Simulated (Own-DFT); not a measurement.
# Slab less bulk: wurtzite AlN, m plane (10-10)

Source: density functional calculations with Own-DFT, an unreviewed in-house program that is no longer used. Nothing was measured or relaxed, and spin and spin-orbit coupling are left out.

Keep in mind (not all hold for every row): some atoms lie very close together; forces not confirmed at this smearing and k mesh; k mesh not checked against a denser one.

Both sets of runs: PBE; PseudoDojo norm-conserving scalar-relativistic files; cutoff 42 hartree; Gaussian smearing of 0.01 eV. The slab has 128 atoms in 16 layers, two equal faces of 62.02 Å² as cut, 15 Å of vacuum, a dipole correction along the normal and a 6 x 3 x 1 mesh. The bulk cell has 72 atoms, the same measured lattice constants and a 4 x 4 x 3 mesh. All atoms were moved at random; u is the rms move along one axis. Energies are counted from -174.06 eV for each atom.

| slab run | u (Å) | E (eV, cell) |
|---|---|---|
| 1 | 0.0186 | 20.287 |
| 2 | 0.0191 | 20.253 |
| 3 | 0.0197 | 20.664 |
| 4 | 0.0197 | 20.856 |
| 5 | 0.0219 | 20.644 |
| 6 | 0.0484 | 27.587 |
| 7 | 0.0492 | 28.849 |
| 8 | 0.0514 | 28.518 |
| 9 | 0.0514 | 28.842 |
| 10 | 0.1001 | 58.682 |
| 11 | 0.1026 | 60.391 |
| 12 | 0.1050 | 67.793 |

| bulk run | u (Å) | E (meV/atom) |
|---|---|---|
| 1 | 0.0195 | -1.92 |
| 2 | 0.0198 | -1.91 |
| 3 | 0.0205 | -0.15 |
| 4 | 0.0213 | -0.11 |
| 5 | 0.0214 | 0.49 |
| 6 | 0.0219 | 1.39 |
| 7 | 0.0945 | 242.69 |
| 8 | 0.0989 | 304.68 |
| 9 | 0.0997 | 304.77 |
| 10 | 0.1093 | 481.98 |

Question: what is the energy of the unrelaxed surface?

## Answer

Take each set to u = 0 with E = a + b u². Rows are weighted down as u grows, with residuals divided by u² + 0.0006 Å². Slab: a = 18.96 ± 0.13 eV. Bulk: a = -14.9 ± 1.6 meV/atom. The excess is 18.96 - 128 x (-0.0149) = 20.88 ± 0.24 eV. Over two faces that is 168 meV/Å², or 2.70 ± 0.03 J/m². Relaxing the faces would lower the energy, and the unlike meshes and the reach from the smallest u down to zero add errors that aren't counted here.
